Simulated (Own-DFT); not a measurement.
# How strain changes the stress of diamond-structure GeSn with randomly placed atoms, 64 atoms (Ge56Sn8)

These are calculations, not measurements. The program, named Own-DFT, is a retired in-house plane-wave density functional code that no person has reviewed. Each row is one single-point run on a periodic cell that was not relaxed, without spin or spin-orbit coupling.

Settings of every run: PBE; PseudoDojo norm-conserving scalar-relativistic files; cutoff 49 hartree; 3 x 3 x 3 k mesh centred on Gamma; Fermi-Dirac smearing of 0.1 eV.

Known limits: forces on such cells moved up to 12 meV/angstrom on a denser k mesh; stress not checked against mesh or cutoff.

Unstrained cell vectors in Å: (11.524, 0.000, 0.000); (0.000, 11.524, 0.000); (0.000, 0.000, 11.524). The unstrained cell has measured lattice constants (interpolated for alloys), not those of this functional. That, the random moves and any unrelaxed bonds set the pressure at no strain. Each run strains this cell uniformly, with the atoms carried along. Every atom was also moved at random, by a Gaussian of width 0.05 Å on each axis. The random placing of the alloy's atoms differs from row to row. Strain is the symmetric tensor, in per cent. Stress is positive in tension, and the pressure is minus a third of its trace.

```
run  e_xx (%)  e_yy (%)  e_zz (%)  s_xx (GPa)  s_yy (GPa)  s_zz (GPa)  P (GPa)  E (meV/atom)
  1      2.25      2.25      0.00       -1.67       -1.66       -2.97     2.10           6.7
  2      1.25      1.25      0.00       -3.20       -3.19       -3.68     3.36          13.2
  3      1.75      1.75      0.00       -2.27       -2.31       -3.28     2.62           0.0
  4     -2.25     -2.25      0.00       -9.31       -9.35       -8.33     9.00          77.1
  5     -0.75     -0.75      0.00       -7.00       -6.81       -6.69     6.83          75.7
  6     -2.00     -2.00      0.00       -9.00       -9.08       -7.91     8.66          82.9
  7      1.00      1.00      0.00       -3.48       -3.58       -4.08     3.71          15.9
  8     -1.50     -1.50      0.00       -7.98       -7.94       -7.17     7.70          61.3
  9      1.50      1.50      0.00           ?           ?           ?        ?             ?
```

E is the free energy for each atom above the lowest run shown.

## Worked fit

The change of volume is close to e_xx + e_yy + e_zz. A straight line through the runs shown gives P = 5.47 - 79 x (fractional change of volume) GPa, with an error of 2 on the slope and a scatter of 0.16 GPa. The strain isn't the same on all axes, but the crystal is cubic, so the slope still estimates the bulk modulus, averaged over pressures from 2.1 to 9.0 GPa.

## Withheld run

Question: what pressure should run 9 give? Its volume changes by 3.02 %.

The line gives 3.1 GPa. The calculation gave 3.18 GPa.
